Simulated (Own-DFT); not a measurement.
# One host, several defects: C40 NbSi2

Everything here is calculated. The program is Own-DFT (plane waves, in-house, since retired, never reviewed by a person); positions were held fixed, and spin and spin-orbit coupling were off.

Settings: PBEsol; PseudoDojo norm-conserving scalar-relativistic files, made for PBE; cutoff 42 hartree; 4 x 4 x 5 k mesh centred on Gamma; cold (Marzari-Vanderbilt) smearing of 0.2 eV.

Known weak points: forces on such cells failed a check on a denser k mesh; stress not checked against mesh or cutoff.

All runs share one cell, with vectors in Å (0.000, 8.324, 0.000); (-9.613, 0.000, 0.000); (0.000, 0.000, 6.586) and a volume of 527.0 Å³. u is the rms random offset of the atoms per axis. The defect's site can differ from row to row.

| cell | formula | u (Å) | P (GPa) |
|---|---|---|---|
| no defect | Nb12Si24 | 0.0181 | -2.15 |
| no defect | Nb12Si24 | 0.0184 | -2.17 |
| no defect | Nb12Si24 | 0.0452 | -1.34 |
| two Si on a Nb site each | Nb10Si26 | 0.0288 | -1.67 |
| two Si on a Nb site each | Nb10Si26 | 0.0331 | -1.62 |
| two Si on a Nb site each | Nb10Si26 | 0.0455 | -1.13 |
| two Nb on a Si site each | Nb14Si22 | 0.0281 | 3.54 |
| two Nb on a Si site each | Nb14Si22 | 0.0314 | ? |
| two Nb on a Si site each | Nb14Si22 | 0.0499 | 4.33 |
| two Nb on a Si site each | Nb14Si22 | 0.0506 | 3.74 |
| two Nb vacancies | Nb10Si24 | 0.0284 | -3.13 |
| two Nb vacancies | Nb10Si24 | 0.0308 | -3.16 |
| two Nb vacancies | Nb10Si24 | 0.0488 | -2.62 |
| one Si vacancy | Nb12Si23 | 0.0314 | -2.53 |
| one Si vacancy | Nb12Si23 | 0.0316 | -2.47 |
| one Si vacancy | Nb12Si23 | 0.0506 | -1.76 |

## Worked fit

P = P0 + c u² + a shift for each defect gives P0 = -2.24 GPa, c = 397 ± 59 GPa/Å² and a scatter of 0.17 GPa. The shifts, and each times the cell's volume:

- two Nb on a Si site each: 5.35 ± 0.15 GPa, 17.6 eV (8.8 eV for each of its 2 sites)
- two Si on a Nb site each: 0.24 ± 0.14 GPa, 0.8 eV (0.4 eV for each of its 2 sites) (not resolved)
- one Si vacancy: -0.61 ± 0.14 GPa, -2.0 eV
- two Nb vacancies: -1.27 ± 0.14 GPa, -4.2 eV (-2.1 eV for each of its 2 sites)

Positive is outwards. The product with the volume (160.2 GPa Å³ to the eV) is nearly free of the cell's size; divided by the bulk modulus at the cell's pressure it gives the volume that the defect adds. The atoms around the defects weren't relaxed, which would change these numbers.

## The run left out

Asked: what pressure belongs in the blank (two Nb on a Si site each, u = 0.0314 Å)?

The fit gives 3.49 ± 0.20 GPa. The run itself gave 3.80 GPa.
